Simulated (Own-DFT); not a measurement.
## Calculated data, Hf$_{36}$O$_{71}$ (tetragonal hafnia with one neutral oxygen vacancy, atoms displaced)

All values are calculated (Own-DFT development build). A calculation, not a measurement: plane-wave PBE and HSE06 DFT by an unreviewed code, no spin, of a simulated cell at Gamma alone, so results move with cell size and shape, stress positive in tension, energies less offsets, not probed for a lower state with spin; hafnium file: forces about 75 meV/angstrom off all-electron values; oxygen file: force components 24 meV/angstrom off all-electron in a glass; k mesh not checked against a denser one; forces and stress are PBE's, HSE06 gives the energy alone, and its difference from PBE has offsets of its own; offsets are fitted by least squares, one for each functional and potential file, so energies compare only between cells with the same atoms and settings and are not formation energies; the far tail of each file's local potential was reset to the Coulomb form; each entry is a single point on an unrelaxed cell, so the pressure reflects the starting lattice, taken from the Materials Project, from which strain is counted, and rises with the displacements; printed positions are rounded, which can move forces by about a meV/angstrom; the program is a retired in-house code; no spin-orbit coupling.

Entry: Hf$_{36}$O$_{71}$ (tetragonal hafnia with one neutral oxygen vacancy, atoms displaced)

```
Hf36O71
1.0
     10.7800     0.0000     0.0000
      0.0000    10.7800     0.0000
      0.0000     0.0000    10.4493
Hf O Hf O Hf O Hf O Hf O Hf O Hf O Hf O Hf O Hf O Hf O Hf O Hf O Hf O Hf O Hf O Hf O Hf O
2 4 2 4 2 4 2 4 2 4 2 3 2 4 2 4 2 4 2 4 2 4 2 4 2 4 2 4 2 4 2 4 2 4 2 4
Direct
  0.00269 0.00199 0.01451
  0.18456 0.17313 0.23645
  0.00013 0.16714 0.14863
  0.15091 0.99994 0.34894
  0.99765 0.17866 0.40742
  0.14749 0.00787 0.10726
  0.01261 0.01220 0.51667
  0.16353 0.17206 0.75734
  0.98949 0.15231 0.65150
  0.16689 0.00716 0.83341
  0.99866 0.15096 0.90823
  0.15717 0.01238 0.59335
  0.99025 0.33055 0.98490
  0.15841 0.48226 0.24908
  0.00578 0.50571 0.15747
  0.16795 0.32187 0.34921
  0.99245 0.50173 0.40207
  0.16436 0.31952 0.10622
  0.00342 0.33147 0.49132
  0.16237 0.50023 0.74706
  0.99539 0.48776 0.64658
  0.17360 0.34302 0.84531
  0.00036 0.49486 0.91759
  0.17749 0.32118 0.61318
  0.99001 0.65981 0.01030
  0.17151 0.82775 0.25030
  0.99479 0.82400 0.14522
  0.16446 0.67594 0.36310
  0.99825 0.82617 0.40774
  0.18026 0.67714 0.10000
  0.99219 0.66542 0.50781
  0.16014 0.81318 0.75514
  0.01816 0.84306 0.65107
  0.99233 0.84156 0.89978
  0.17566 0.67851 0.58178
  0.33949 0.00367 0.99913
  0.49290 0.17566 0.24864
  0.33674 0.16495 0.15804
  0.50653 0.99546 0.34529
  0.33628 0.16662 0.39619
  0.49724 0.99336 0.10073
  0.33748 0.01301 0.48491
  0.49761 0.16869 0.75418
  0.33609 0.16572 0.64203
  0.49660 0.01361 0.84857
  0.33291 0.15453 0.89687
  0.50281 0.00301 0.60028
  0.35014 0.32633 0.00409
  0.50388 0.50087 0.24282
  0.32779 0.49972 0.15594
  0.49774 0.32842 0.34944
  0.32923 0.50820 0.39749
  0.49277 0.33688 0.09574
  0.33117 0.33841 0.50059
  0.49786 0.51443 0.75361
  0.33616 0.50035 0.65661
  0.48975 0.33233 0.85452
  0.33328 0.51438 0.91274
  0.49073 0.32360 0.58218
  0.33274 0.67361 0.99249
  0.50769 0.83540 0.24530
  0.33279 0.83393 0.13412
  0.49656 0.68191 0.35320
  0.31898 0.83115 0.39967
  0.50352 0.67046 0.10516
  0.33776 0.65558 0.49772
  0.49657 0.83385 0.74242
  0.33977 0.82486 0.65502
  0.49687 0.68287 0.83804
  0.33228 0.83022 0.91810
  0.51827 0.67660 0.59385
  0.67045 0.00027 0.98718
  0.83015 0.15609 0.24059
  0.67603 0.16153 0.14494
  0.83263 0.00235 0.36238
  0.68012 0.16568 0.39913
  0.82968 0.99562 0.10215
  0.66719 0.01456 0.50147
  0.83483 0.17606 0.74839
  0.65884 0.16089 0.65888
  0.83812 0.98611 0.86102
  0.67273 0.16669 0.90220
  0.82442 0.99158 0.60862
  0.67574 0.32158 0.00280
  0.83439 0.50917 0.25094
  0.66922 0.51057 0.16494
  0.83559 0.33064 0.34798
  0.67707 0.49848 0.40126
  0.85047 0.33195 0.10063
  0.66864 0.33633 0.49770
  0.82401 0.50644 0.74563
  0.67224 0.50176 0.65430
  0.82608 0.33448 0.85712
  0.67217 0.50402 0.90917
  0.81993 0.32990 0.59927
  0.65256 0.66966 0.00217
  0.84136 0.83702 0.25483
  0.66282 0.83532 0.15212
  0.84038 0.66934 0.34086
  0.66955 0.82545 0.40764
  0.83416 0.66948 0.10432
  0.66452 0.65850 0.49039
  0.83491 0.83929 0.74470
  0.67885 0.84216 0.65135
  0.82781 0.67078 0.84284
  0.65909 0.82659 0.90541
  0.82851 0.66865 0.59329
```

Here we set first functional PBE, second functional HSE06, exact exchange share 0.25, screening 0.11 1/bohr, exchange divergence Gygi-Baldereschi, potential files PseudoDojo norm-conserving, scalar-relativistic, made for PBE, standard set, wave cutoff 48 hartree, occupations fixed and k mesh 1 x 1 x 1 centred on Gamma.

The calculation gives: PBE energy of cell above offsets -84.976 eV; HSE06 less PBE above offsets 0.711 eV; PBE pressure 6.34 GPa; PBE stress xx -6.69 GPa; PBE stress yy -6.08 GPa; PBE stress zz -6.24 GPa; PBE stress yz 0.3 GPa; PBE stress xz -0.96 GPa; PBE stress xy -0.02 GPa.

Force:
| element | x (eV/Å) | y (eV/Å) | z (eV/Å) |
| --- | --- | --- | --- |
| Hf | -3.071 | -2.241 | -1.906 |
| Hf | -7.438 | -2.78 | 2.6 |
| O | -0.63 | -0.124 | 0.859 |
| O | 1.217 | 1.044 | -0.522 |
| O | -0.028 | -1.993 | -0.276 |
| O | 5.974 | -0.168 | 0.562 |
| Hf | -5.582 | -2.097 | -5.069 |
| Hf | 0.992 | -1.561 | -1.64 |
| O | 0.773 | 2.319 | 1.366 |
| O | 0.568 | -2.24 | 1.101 |
| O | -0.286 | 3.994 | -2.416 |
| O | 7.217 | 0.645 | 1.93 |
| Hf | 2.304 | -2.562 | 2.373 |
| Hf | 1.989 | 2.753 | 0.592 |
| O | -1.159 | 0.388 | -0.932 |
| O | 0.202 | 1.922 | 1.421 |
| O | 0.851 | -0.807 | -0.118 |
| O | 0.852 | 1.086 | -1.329 |
| Hf | -1.175 | 0.826 | 0.802 |
| Hf | 0.034 | 0.297 | 0.22 |
| O | 0.625 | 0.628 | 1.374 |
| O | -0.513 | -0.83 | 1.29 |
| O | 0.274 | 1.661 | -2.261 |
| O | -1.711 | 1.215 | -1.993 |
| Hf | 1.699 | 2.84 | -0.636 |
| Hf | 0.018 | -0.24 | 0.979 |
| O | 1.027 | 0.32 | 0.884 |
| O | -0.136 | -2.643 | -2.464 |
| O | -0.997 | 0.9 | -0.084 |
| O | -2.647 | -0.96 | -0.879 |
| Hf | 2.245 | 1.622 | -2.588 |
| Hf | 1.459 | 1.831 | 0.25 |
| O | -2.612 | -1.009 | -0.086 |
| O | 2.11 | -2.558 | 0.369 |
| O | -1.934 | -1.322 | 3.388 |
| Hf | -0.993 | -3.358 | 0.507 |
| Hf | 3.345 | -2.876 | 1.497 |
| O | 2.829 | -0.061 | -3.817 |
| O | -0.703 | 2.282 | 0.402 |
| O | 0.27 | 1.883 | -1.7 |
| O | 0.728 | 1.508 | -0.974 |
| Hf | -0.82 | -3.92 | 2.719 |
| Hf | -1.412 | -0.203 | -2.595 |
| O | -0.172 | -0.362 | 1.03 |
| O | 0.524 | -2.642 | 1.001 |
| O | -0.398 | 3.612 | 0.671 |
| O | -1.155 | -0.178 | -0.848 |
| Hf | -5.921 | 1.817 | -3.325 |
| Hf | -2.231 | 1.637 | 1.404 |
| O | 1.132 | -1.101 | 0.159 |
| O | 0.29 | 1.78 | -1.199 |
| O | 0.377 | -3.171 | -0.123 |
| O | 5.026 | -0.304 | 2.696 |
| Hf | -0.636 | -0.952 | 0.247 |
| Hf | 0.335 | -0.558 | 0.28 |
| O | 0.09 | 0.368 | -0.427 |
| O | 0.489 | 1.186 | -0.386 |
| O | 0.612 | -3.42 | -2.133 |
| O | 2.379 | 1.07 | 1.376 |
| Hf | -0.483 | -0.2 | 4.253 |
| Hf | -1.627 | 0.303 | 0.27 |
| O | 0.457 | 1.084 | 3.058 |
| O | 0.218 | -3.513 | -0.517 |
| O | 0.996 | 1.448 | 0.304 |
| O | -1.62 | -1.224 | -0.289 |
| Hf | -0.127 | 4.699 | -0.409 |
| Hf | 2.284 | 3.403 | -1.723 |
| O | -1.636 | 0.158 | 0.447 |
| O | 0.16 | -3.959 | 1.789 |
| O | -0.375 | 3.331 | -4.169 |
| O | -2.752 | -1.416 | 1.709 |
| Hf | 0.426 | -2.321 | 1.418 |
| Hf | 2.998 | 0.254 | 2.869 |
| O | -3.284 | 1.593 | -0.83 |
| O | 0.082 | -0.21 | -1.875 |
| O | -1.37 | 2.114 | -0.273 |
| O | 0.003 | 0.34 | 0.636 |
| Hf | 0.917 | -3.66 | 0.87 |
| Hf | -1.413 | -2.911 | -0.416 |
| O | 1.437 | 0.836 | -0.307 |
| O | -2.144 | 2.638 | -0.604 |
| O | -0.204 | 0.796 | -0.42 |
| O | 1.71 | 1.602 | -0.279 |
| Hf | 1.053 | 1.4 | 0.091 |
| Hf | 1.353 | -1.313 | 0.917 |
| O | -0.754 | -1.095 | -1.581 |
| O | -0.43 | 0.817 | -0.515 |
| O | -0.979 | -0.794 | -0.562 |
| O | -3.49 | 0.61 | -0.162 |
| Hf | -0.258 | -1.501 | -0.852 |
| Hf | 1.82 | 0.951 | 1.42 |
| O | -3.24 | -0.584 | -0.544 |
| O | 0.641 | 0.293 | -0.632 |
| O | -1.15 | -1.212 | -0.196 |
| O | 2.101 | -0.498 | 1.068 |
| Hf | 3.216 | 0.777 | 0.2 |
| Hf | -0.546 | 0.779 | 1.02 |
| O | 1.779 | -0.241 | -0.356 |
| O | -0.412 | -0.67 | 0.963 |
| O | 0.123 | 1.202 | -0.697 |
| O | -1.908 | -0.915 | -0.794 |
| Hf | 1.473 | 3.525 | 0.04 |
| Hf | 0.842 | 0.335 | 0.232 |
| O | -3.118 | -0.754 | 0.975 |
| O | 0.709 | -1.307 | 0.186 |
| O | -0.25 | 1.558 | -0.236 |
| O | 0.279 | -0.737 | 0.881 |
